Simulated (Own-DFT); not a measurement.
# Strain and stress in wurtzite GaN, 72 atoms (Ga36N36)

These are calculations, not measurements. They come from Own-DFT, an in-house plane-wave density functional program, since retired, whose code no person has reviewed. Each row is one single-point run on a periodic cell that was not relaxed, without spin or spin-orbit coupling.

Settings of every run: PBE; PseudoDojo norm-conserving scalar-relativistic files; cutoff 42 hartree; 4 x 4 x 3 k mesh centred on Gamma; Fermi-Dirac smearing of 0.1 eV.

Known limits: forces not confirmed at this smearing and k mesh; stress not checked against mesh or cutoff.

Unstrained cell vectors in Å: (9.567, 0.000, 0.000); (-4.783, 8.285, 0.000); (0.000, 0.000, 10.370). The unstrained cell has measured lattice constants (interpolated for alloys), not those of this functional. That, the random moves and any unrelaxed bonds set the pressure at no strain. Each run strains this cell uniformly, with the atoms carried along. Every atom was also moved at random, by a Gaussian of width 0.05 Å on each axis. Strain is the symmetric tensor, in per cent. Stress is positive in tension, and the pressure is minus a third of its trace.

```
run,e_xx (%),e_yy (%),e_zz (%),s_xx (GPa),s_yy (GPa),s_zz (GPa),P (GPa),E (meV/atom)
1,-0.75,-0.75,0.00,-12.26,-13.01,-6.68,10.65,18.0
2,0.25,0.25,0.00,-6.45,-6.88,-6.05,6.46,8.0
3,0.50,0.50,0.00,-5.43,-4.70,-5.91,5.35,0.0
4,3.00,3.00,0.00,6.74,6.56,-5.98,-2.44,10.3
5,-1.75,-1.75,0.00,-21.17,-17.36,-9.70,16.08,63.0
6,2.50,2.50,0.00,3.97,3.56,-3.05,-1.49,6.4
7,-1.25,-1.25,0.00,-15.20,-13.36,-10.28,12.95,29.9
8,1.50,1.50,0.00,-1.01,0.18,-5.15,1.99,4.0
9,1.00,1.00,0.00,?,?,?,?,?
```

E is the free energy for each atom above the lowest run shown.

## Worked fit

The change of volume is close to e_xx + e_yy + e_zz. A straight line through the runs shown gives P = 8.16 - 191 x (fractional change of volume) GPa, with an error of 9 on the slope and a scatter of 0.85 GPa. The strain isn't the same on all axes and the cell isn't cubic, so the slope belongs to this path and is not the bulk modulus.

## Withheld run

Question: what pressure should run 9 give? Its volume changes by 2.01 %.

The line gives 4.3 GPa. The calculation gave 3.72 GPa.
